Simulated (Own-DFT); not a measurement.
# Response to strain: 4H SiC, 72 atoms (C36Si36)

The numbers are computed, not measured, by runs of the plane-wave DFT program Own-DFT (in-house, retired, unreviewed) at fixed positions, with no spin and no spin-orbit coupling.

All runs used: PBE; PseudoDojo norm-conserving scalar-relativistic files; cutoff 42 hartree; 4 x 4 x 3 k mesh centred on Gamma; Fermi-Dirac smearing of 0.1 eV.

Limits: forces on such cells passed a denser k mesh, each cell not checked; stress not checked against mesh or cutoff.

Unstrained cell vectors in Å: (9.248, 0.000, 0.000); (-4.624, 8.009, 0.000); (0.000, 0.000, 10.068). The unstrained cell has measured lattice constants (interpolated for alloys), not those of this functional. That, the random moves and any unrelaxed bonds set the pressure at no strain. The cell is deformed uniformly in each run, and the atoms keep their fractional places. All atoms carry random offsets, Gaussian with a width of 0.05 Å per axis. Strains are tensor components in per cent; tension counts as positive stress, and P is minus the mean normal stress.

```
run,e_xx (%),e_yy (%),e_zz (%),e_yz (%),e_xz (%),e_xy (%),s_xx (GPa),s_yy (GPa),s_zz (GPa),s_yz (GPa),s_xz (GPa),s_xy (GPa),P (GPa),E (meV/atom)
1,-0.43,-0.95,1.91,-0.12,0.84,1.16,-9.38,-10.18,4.59,-0.52,3.07,5.93,4.99,28.1
2,0.27,0.13,0.63,-0.91,1.97,1.86,-4.69,-4.56,-2.71,-2.19,6.64,9.54,3.99,47.4
3,1.10,1.68,-1.20,-1.61,-0.74,-1.46,2.46,4.60,-13.09,-5.56,-1.77,-5.75,2.01,19.3
4,1.61,1.08,0.58,1.29,0.61,-1.24,5.35,1.60,-1.49,3.19,1.59,-4.31,-1.82,11.7
5,-1.83,0.17,-0.63,-1.27,-0.29,1.43,-16.06,-6.32,-10.63,-4.44,-1.35,7.22,11.00,32.8
6,0.18,1.70,1.43,0.49,1.99,-1.58,-1.47,4.96,1.09,1.47,5.66,-7.32,-1.53,20.4
7,1.84,1.64,1.40,0.99,-0.34,0.82,7.60,4.82,2.88,3.23,-1.17,2.80,-5.10,0.0
8,0.09,-1.55,-1.02,-1.96,1.85,1.34,-7.00,-14.77,-12.45,-7.10,6.10,7.07,11.41,37.0
9,-0.36,-1.82,0.36,0.99,1.54,-1.06,-8.13,-17.11,-5.52,4.43,6.33,-4.60,10.25,48.0
10,-0.93,-1.88,1.99,1.05,1.09,-0.97,-11.43,-15.34,3.89,3.22,3.15,-3.01,7.63,30.6
11,0.93,-0.28,-0.55,1.74,-1.90,-1.20,-0.33,-6.59,-11.37,5.45,-6.53,-4.77,6.09,56.0
12,0.80,-1.86,0.49,0.44,-1.64,-0.75,-2.48,-14.44,-3.34,2.55,-5.60,-2.49,6.75,20.6
13,-1.09,1.96,-0.39,-1.38,1.41,-0.07,-9.60,4.56,-8.73,-4.20,4.30,0.77,4.59,27.9
14,1.12,-0.50,0.13,-0.58,1.03,0.01,2.33,-6.25,-6.84,-2.33,3.02,-0.30,3.59,5.4
15,0.46,-0.17,-1.58,1.24,-1.10,-0.63,-3.49,-7.31,-16.12,4.89,-4.61,-2.36,8.98,38.3
16,1.11,1.36,0.20,-0.75,-0.79,-1.83,1.13,3.65,-4.57,-2.59,-3.48,-7.55,-0.07,16.9
17,-0.12,-1.03,-1.04,0.66,0.49,0.45,?,?,?,?,?,?,?,?
```

E is the free energy per atom, counted from the lowest run shown.

## Analysis

Regress every stress component on the fractional strains (shears doubled) of the visible runs, with a constant. Shear strains stay in the fit of a normal stress only where such slopes are resolved. The slopes, in GPa:

```
stress  at no strain  per e_xx  per e_yy  per e_zz  scatter
  s_xx          -5.3  584 ± 24   93 ± 17   30 ± 21     0.90
  s_yy          -5.5   78 ± 18  560 ± 13   47 ± 16     0.68
  s_zz          -6.8   30 ± 21   26 ± 16  592 ± 19     0.81
```

The slope of each shear stress on twice its own strain, from a fit on all six strains: yz 170 ± 11, xz 169 ± 9, xy 219 ± 9 GPa. These are stiffnesses along x, y and z of the frame in which the cell vectors are given, with the crystal's c axis along z: C11, C12, C13 and C33. Hexagonal symmetry asks that xx and yy behave alike, which is a second check on the noise. The atoms are held to the strained lattice; where symmetry lets them move under strain, relaxing them would lower some slopes. Slopes across the diagonal should nearly agree, so their difference gauges the noise. A ninth of the table's sum, 227 ± 4 GPa, estimates the bulk modulus near the mean pressure of these runs, 4.5 GPa, so it lies above the value at zero pressure.

## Withheld run

Q: what normal stresses and pressure should run 17 give?

The fitted form gives s_xx = -7.3, s_yy = -11.9, s_zz = -13.2 and P = 10.8 GPa. The run itself gave -6.26, -11.18, -12.68 and P = 10.04 GPa.
